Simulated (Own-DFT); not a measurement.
# What a defect does to the pressure of its cell: monoclinic HfO2

No measurement is shown. These are fixed-geometry runs of a retired plane-wave code named Own-DFT, which no person has reviewed; spin and spin-orbit coupling are neglected.

Common settings: PBE; PseudoDojo norm-conserving scalar-relativistic files; cutoff 72 hartree; 2 x 2 x 2 k mesh centred on Gamma; Fermi-Dirac smearing of 0.1 eV.

Keep in mind (not all hold for every row): a neutral cation vacancy leaves holes that likely carry spin, which these runs leave out; not probed for a lower state with spin; hafnium file: forces about 75 meV/angstrom off all-electron values; oxygen file: force components 24 meV/angstrom off all-electron in a glass; forces on such cells passed a denser k mesh, each cell not checked; stress not checked against mesh or cutoff.

All runs share one cell, with vectors in Å (10.234, 0.000, 0.000); (0.000, 10.350, 0.000); (-1.696, 0.000, 10.445) and a volume of 1106.4 Å³. The atoms are randomly displaced, by u rms on each axis. The defect's site can differ from row to row.

```
                                      cell     formula   u (Å)  P (GPa)
                                 no defect     Hf32O64  0.0195     3.62
                                 no defect     Hf32O64  0.0210     3.98
                                 no defect     Hf32O64  0.0512     6.12
                             one O vacancy     Hf32O63  0.0282     3.54
                             one O vacancy     Hf32O63  0.0302     4.07
                             one O vacancy     Hf32O63  0.0519     5.65
                            one Hf vacancy     Hf31O64  0.0303     3.93
                            one Hf vacancy     Hf31O64  0.0326     4.25
                            one Hf vacancy     Hf31O64  0.0474     5.67
                            one Hf vacancy     Hf31O64  0.0490        ?
                       one Si on a Hf site   Hf31O64Si  0.0283     2.55
                       one Si on a Hf site   Hf31O64Si  0.0511     4.44
                       one Si on a Hf site   Hf31O64Si  0.0522     3.95
two Al on a Hf site each and one O vacancy  Al2Hf30O63  0.0301     2.27
two Al on a Hf site each and one O vacancy  Al2Hf30O63  0.0343     2.22
two Al on a Hf site each and one O vacancy  Al2Hf30O63  0.0530     3.01
```

## Analysis

P = P0 + c u² + a shift for each defect gives P0 = 3.54 GPa, c = 904 ± 103 GPa/Å² and a scatter of 0.34 GPa. The shifts, and each times the cell's volume:

- one Hf vacancy: -0.19 ± 0.28 GPa, -1.3 eV (not resolved)
- one O vacancy: -0.44 ± 0.28 GPa, -3.0 eV (not resolved)
- one Si on a Hf site: -1.74 ± 0.29 GPa, -12.0 eV
- two Al on a Hf site each and one O vacancy: -2.51 ± 0.28 GPa, -17.4 eV

A positive shift means that the defect pushes the cell outwards. Shift times volume (160.2 GPa Å³ is 1 eV) depends little on the cell's size, so, taken for each site, it can be compared between cells at like pressure. The atoms around the defects weren't relaxed, which would change these numbers.

## Check

Asked: what pressure belongs in the blank (one Hf vacancy, u = 0.0490 Å)?

From the fit: 5.51 ± 0.41 GPa. The run itself gave 5.02 GPa.
